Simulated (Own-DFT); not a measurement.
# Which defects push the lattice out? hexagonal WC

Calculated, not measured: single-point runs of Own-DFT, a retired in-house plane-wave DFT program that no person has reviewed, on unrelaxed cells, without spin or spin-orbit coupling.

Settings: PBE; PseudoDojo norm-conserving scalar-relativistic files; cutoff 50 hartree; 4 x 4 x 4 k mesh centred on Gamma; cold (Marzari-Vanderbilt) smearing of 0.2 eV.

Caveats: forces on such cells moved up to 12 meV/angstrom on a denser k mesh; stress not checked against mesh or cutoff.

All runs share one cell, with vectors in Å (5.833, -5.052, -2.839); (0.000, -5.052, 8.518); (-5.833, -5.052, -2.839) and a volume of 669.4 Å³. The atoms are randomly displaced, by u rms on each axis. The defect's site can differ from row to row.

| cell | formula | u (Å) | P (GPa) |
|---|---|---|---|
| no defect | C32W32 | 0.0192 | 3.21 |
| no defect | C32W32 | 0.0199 | 3.28 |
| no defect | C32W32 | 0.0518 | 6.75 |
| one W vacancy | C32W31 | 0.0279 | 1.68 |
| one W vacancy | C32W31 | 0.0302 | 2.09 |
| one W vacancy | C32W31 | 0.0471 | ? |
| one W vacancy | C32W31 | 0.0547 | 5.20 |
| one C vacancy | C31W32 | 0.0283 | 3.11 |
| one C vacancy | C31W32 | 0.0300 | 3.19 |
| one C vacancy | C31W32 | 0.0461 | 5.11 |
| one C on a W site | C33W31 | 0.0294 | 2.41 |
| one C on a W site | C33W31 | 0.0296 | 2.77 |
| one C on a W site | C33W31 | 0.0479 | 5.16 |

## Fit

P = P0 + c u² + a shift for each defect gives P0 = 2.60 GPa, c = 1577 ± 51 GPa/Å² and a scatter of 0.15 GPa. The shifts, and each times the cell's volume:

- one C vacancy: -0.81 ± 0.13 GPa, -3.4 eV
- one C on a W site: -1.28 ± 0.13 GPa, -5.3 eV
- one W vacancy: -2.07 ± 0.13 GPa, -8.7 eV

A positive shift means that the defect pushes the cell outwards. Shift times volume (160.2 GPa Å³ is 1 eV) depends little on the cell's size, so, taken for each site, it can be compared between cells at like pressure. The atoms around the defects weren't relaxed, which would change these numbers.

## The run left out

The question: what pressure belongs in the blank (one W vacancy, u = 0.0471 Å)?

From the fit: 4.03 ± 0.18 GPa. Computed: 3.81 GPa.
